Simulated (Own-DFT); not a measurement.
# One cell, two functionals

All numbers below are calculated, not measured. The program, named Own-DFT, is a retired in-house plane-wave density functional code that no person has reviewed. Each row is one single-point run on a periodic cell that was not relaxed, without spin or spin-orbit coupling.

Known limits, some of them of some rows only: hafnium file: forces about 75 meV/angstrom off all-electron values; oxygen file: force components 24 meV/angstrom off all-electron in a glass; forces on such cells moved up to 12 meV/angstrom on a denser k mesh; forces on such cells passed a denser k mesh, each cell not checked; stress not checked against mesh or cutoff.

Each cell was run twice at the same cutoff, k mesh and smearing, with PBE and with PBEsol, on PseudoDojo norm-conserving files made for PBE. Atoms were moved at random from their sites; u is the rms move along one axis. Files made for PBEsol would give a somewhat different change.

| cell | atoms | volume (Å³/atom) | u (Å) | cutoff (hartree) | P with PBE (GPa) | P with PBEsol (GPa) | change (GPa) |
|---|---|---|---|---|---|---|---|
| C49 TiSi2 (Si40Ti20) | 60 | 14.18 | 0.103 | 42 | 6.30 | 2.97 | -3.33 |
| C49 TiSi2 (Si40Ti20) | 60 | 14.06 | 0.049 | 42 | 4.84 | 1.48 | -3.36 |
| C49 TiSi2 (Si40Ti20) | 60 | 14.18 | 0.145 | 42 | 11.73 | 8.42 | -3.32 |
| diamond-structure SiGe in ordered layers (Ge32Si32) | 64 | 21.31 | 0.058 | 42 | 3.33 | 1.03 | -2.29 |
| diamond-structure SiGe in ordered layers (Ge32Si32) | 64 | 21.31 | 0.029 | 42 | 2.91 | 0.62 | -2.28 |
| diamond-structure SiGe in ordered layers (Ge32Si32) | 64 | 21.31 | 0.030 | 42 | 2.90 | 0.62 | -2.29 |
| monoclinic HfO2 (Hf32O64) | 96 | 11.52 | 0.049 | 72 | 5.44 | -1.02 | -6.46 |
| monoclinic HfO2 (Hf32O64) | 96 | 11.52 | 0.021 | 72 | 4.06 | -2.40 | -6.46 |
| monoclinic HfO2 (Hf32O64) | 96 | 11.52 | 0.020 | 72 | 3.96 | -2.50 | -6.46 |
| wurtzite AlGaN with randomly placed atoms (Al9Ga27N36) | 72 | 11.17 | 0.033 | 42 | 6.32 | 1.44 | -4.88 |
| wurtzite AlGaN with randomly placed atoms (Al9Ga27N36) | 72 | 11.39 | 0.046 | 42 | 3.19 | -1.54 | -4.73 |
| wurtzite AlGaN with randomly placed atoms (Al9Ga27N36) | 72 | 11.22 | 0.054 | 42 | 6.45 | ? | ? |

## Worked reading

Mean change of pressure by composition, in GPa: HfO2, -6.46; AlGa3N4, -4.81; Si2Ti, -3.33; GeSi, -2.29. At a fixed cell PBEsol gives the lower pressure, because it favours a smaller volume than PBE. Here the change varies more between materials than between cells of one material.

## Withheld value

Question: what PBEsol pressure should the Al9Ga27N36 cell with the blank give?

Adding the mean change of the cells with its composition, -4.81 GPa, to 6.45 gives 1.6 GPa. The calculation gave 1.61 GPa.
